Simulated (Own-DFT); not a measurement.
# Response to strain: wurtzite AlGaN with randomly placed atoms, 72 atoms (Al9Ga27N36)

These are calculations, not measurements. The program, named Own-DFT, is a retired in-house plane-wave density functional code that no person has reviewed. Each row is one single-point run on a periodic cell that was not relaxed, without spin or spin-orbit coupling.

Settings of every run: PBE; PseudoDojo norm-conserving scalar-relativistic files (stringent for Ga); cutoff 96 hartree; 4 x 4 x 3 k mesh centred on Gamma; Gaussian smearing of 0.01 eV.

Known limits: forces on such cells passed a denser k mesh, each cell not checked; stress not checked against mesh or cutoff.

Unstrained cell vectors in Å: (9.509, 0.000, 0.000); (-4.755, 8.235, 0.000); (0.000, 0.000, 10.268). The unstrained cell has measured lattice constants (interpolated for alloys), not those of this functional. That, the random moves and any unrelaxed bonds set the pressure at no strain. Each run strains this cell uniformly, with the atoms carried along. Every atom was also moved at random, by a Gaussian of width 0.05 Å on each axis. The random placing of the alloy's atoms differs from row to row. Strain is the symmetric tensor, in per cent. Stress is positive in tension, and the pressure is minus a third of its trace.

```
run  e_xx (%)  e_yy (%)  e_zz (%)  s_xx (GPa)  s_yy (GPa)  s_zz (GPa)  P (GPa)  E (meV/atom)
  1      0.00      0.00     -1.00       -8.16       -7.29      -11.74     9.06          28.1
  2      0.00      0.00      3.00       -4.34       -3.92        5.36     0.97           0.0
  3      0.00      0.00     -1.25       -8.38       -7.84      -12.78     9.67          28.7
  4      0.00      0.00      0.75       -4.94       -5.95       -5.09     5.32          14.7
  5      0.00      0.00      0.25       -4.86       -6.68       -7.49     6.34          15.6
  6      0.00      0.00      1.50       -6.73       -6.37       -0.18     4.43          20.3
  7      0.00      0.00     -0.75       -6.60       -7.90      -12.14     8.88          39.7
  8      0.00      0.00      0.50       -7.52       -5.92       -3.37     5.60          10.6
  9      0.00      0.00      2.00           ?           ?           ?        ?             ?
```

E is the free energy for each atom above the lowest run shown.

## Worked fit

The change of volume is close to e_xx + e_yy + e_zz. A straight line through the runs shown gives P = 7.05 - 203 x (fractional change of volume) GPa, with an error of 8 on the slope and a scatter of 0.30 GPa. The strain isn't the same on all axes and the cell isn't cubic, so the slope belongs to this path and is not the bulk modulus.

## Withheld run

Question: what pressure should run 9 give? Its volume changes by 2.00 %.

The line gives 3.0 GPa. The calculation gave 3.20 GPa.
